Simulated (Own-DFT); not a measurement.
# One host, several defects: zincblende GaAs

Source: density functional calculations with Own-DFT, an unreviewed in-house program that is no longer used. Nothing was measured or relaxed, and spin and spin-orbit coupling are left out.

All runs used: PBE; PseudoDojo norm-conserving scalar-relativistic files; cutoff 42 hartree; 3 x 3 x 3 k mesh centred on Gamma; Fermi-Dirac smearing of 0.1 eV.

Caveats (not all hold for every row): not probed for a lower state with spin; forces not confirmed at this smearing and k mesh; stress not checked against mesh or cutoff.

All runs share one cell, with vectors in Å (10.862, 0.000, 0.000); (0.000, 10.862, 0.000); (0.000, 0.000, 11.796) and a volume of 1391.7 Å³, strained against the parent crystal. Atoms were moved at random from their sites; u is the rms move along one axis. The defect's site can differ from row to row.

```
                             cell     formula   u (Å)  P (GPa)
                        no defect    As32Ga32  0.0301     6.67
                        no defect    As32Ga32  0.0302     6.65
                        no defect    As32Ga32  0.0535     7.05
              one In on a Ga site  As32Ga31In  0.0291     7.39
              one In on a Ga site  As32Ga31In  0.0300     7.37
              one In on a Ga site  As32Ga31In  0.0303     7.44
              one Al on a Ga site  AlAs32Ga31  0.0282     6.64
              one Al on a Ga site  AlAs32Ga31  0.0495     6.98
              one Al on a Ga site  AlAs32Ga31  0.0521     7.16
              one P on an As site   As31Ga32P  0.0274     6.33
              one P on an As site   As31Ga32P  0.0301        ?
              one P on an As site   As31Ga32P  0.0501     6.75
              one P on an As site   As31Ga32P  0.0543     6.85
one As vacancy and one Ga vacancy    As31Ga31  0.0343     6.03
one As vacancy and one Ga vacancy    As31Ga31  0.0456     6.24
one As vacancy and one Ga vacancy    As31Ga31  0.0493     6.28
```

## What the rows give

P = P0 + c u² + a shift for each defect gives P0 = 6.44 GPa, c = 225 ± 13 GPa/Å² and a scatter of 0.04 GPa. The shifts, and each times the cell's volume:

- one In on a Ga site: 0.76 ± 0.03 GPa, 6.6 eV
- one Al on a Ga site: 0.04 ± 0.03 GPa, 0.4 eV (not resolved)
- one P on an As site: -0.26 ± 0.03 GPa, -2.3 eV
- one As vacancy and one Ga vacancy: -0.68 ± 0.03 GPa, -5.9 eV

Against the defect-free cell, a freed cell would be larger where the shift is positive and smaller where it is negative (160.2 GPa Å³ is 1 eV). The atoms around the defects weren't relaxed, which would change these numbers.

## Prediction

Question: what pressure belongs in the blank (one P on an As site, u = 0.0301 Å)?

Estimate: 6.38 ± 0.05 GPa. The hidden result is 6.33 GPa.
